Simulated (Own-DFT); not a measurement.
# Energy and forces against displacement in grey tin, 64 atoms (Sn64)

These are calculations, not measurements. They come from Own-DFT, an in-house plane-wave density functional program, since retired, whose code no person has reviewed. Each row is one single-point run on a periodic cell that was not relaxed, without spin or spin-orbit coupling.

Settings of every run: PBE; PseudoDojo norm-conserving scalar-relativistic files; cutoff 42 hartree; 3 x 3 x 3 k mesh centred on Gamma; cold (Marzari-Vanderbilt) smearing of 0.2 eV.

Known limits: forces on such cells moved up to 12 meV/angstrom on a denser k mesh; stress not checked against mesh or cutoff.

Cell vectors in Å: (12.978, 0.000, 0.000); (0.000, 12.978, 0.000); (0.000, 0.000, 12.978). In each run every atom was moved at random and independently from its ideal site; u is the rms move along one axis. E is the free energy for each atom above the fitted value at u = 0, and F the rms of the force components.

```
run   u (Å)  E (meV/atom)  F (eV/Å)  largest force (eV/Å)  P (GPa)
  1  0.0193           4.9     0.210                  0.70     3.38
  2  0.0194           4.5     0.199                  0.71     3.37
  3  0.0200           5.2     0.209                  0.68     3.38
  4  0.0489          31.0     0.541                  1.80     3.64
  5  0.0532             ?         ?                     ?        ?
  6  0.1001         126.0     1.165                  5.11     4.54
  7  0.1037         135.0     1.177                  3.52     4.57
  8  0.1042         140.5     1.177                  4.92     4.62
  9  0.1530         332.4     2.063                  9.82     6.44
```

## Worked fit

For small independent moves the energy grows as E = (3/2) K u², with K the mean stiffness felt by one atom. The runs with u up to 0.11 Å give K = 8.5 ± 0.1 eV/Å², with residuals divided by u² + 0.0006 Å², since the noise grows with the moves. The scatter is 0.7 meV/atom at u = 0.05 Å. The forces follow F = G u with G = 11.0 eV/Å²; no force at u = 0 is resolved. G exceeds K because the moves of its neighbours add to the force on an atom, and stiffness differs between atoms. At u = 0.153 Å the parabola gives 298 meV/atom and the run 332. The pressure follows P = 3.34 + 118 u² GPa: at fixed volume, shortened bonds push harder than stretched ones pull.

## Withheld run

Question: what energy and rms force should run 5 give?

The fit gives 36 ± 1 meV/atom and about 0.58 eV/Å. The calculation gave 38.5 meV/atom and 0.607 eV/Å.
